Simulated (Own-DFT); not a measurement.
# Same atoms, different arrangement: C34N2Si36, 72 atoms

These are calculations, not measurements. They come from Own-DFT, an in-house plane-wave density functional program, since retired, whose code no person has reviewed. Each row is one single-point run on a periodic cell that was not relaxed, without spin or spin-orbit coupling.

Settings of every run: PBE; PseudoDojo norm-conserving scalar-relativistic files; cutoff 42 hartree; 4 x 4 x 3 k mesh centred on Gamma; Fermi-Dirac smearing of 0.1 eV.

Known limits: not probed for a lower state with spin; forces on such cells passed a denser k mesh, each cell not checked; stress not checked against mesh or cutoff.

All cells hold the same atoms in the same cell, with vectors in Å (9.248, 0.000, 0.000); (-4.624, 8.009, 0.000); (0.000, 0.000, 10.068). Every atom was moved at random from its ideal site; u is the rms move along one axis. The defect's site can differ from row to row. E is the free energy of the cell above the lowest run. The arrangements:

- A: 4H SiC, with two N on a C site each, 3.1 Å apart
- B: 2H SiC, with two N on a C site each, 3.1 Å apart

```
arrangement,u (Å),E (eV),P (GPa)
A,0.0279,0.000,2.51
A,0.0285,0.318,2.70
A,0.0310,0.397,2.68
A,0.0487,3.746,3.85
A,0.0493,4.273,4.28
A,0.0528,5.408,4.30
B,0.0297,1.045,2.84
B,0.0309,1.209,2.95
B,0.0323,1.573,3.02
B,0.0486,5.319,4.42
B,0.0486,4.855,3.95
B,0.0510,5.367,4.44
```

Question: once the cost of the random moves is taken out, how do the arrangements rank?

## Worked answer

Fit E = a + b u², with one b for all and one a for each arrangement, and with residuals divided by u², since the noise grows with the moves. Then b = 2565 eV/Å², the scatter at u = 0.04 Å is 0.21 eV, and against A:

- B: 0.77 ± 0.09 eV (higher)

These are energies of unrelaxed cells. Relaxing the atoms lowers the strained arrangements most, so the gaps would shrink and small ones could change sign.
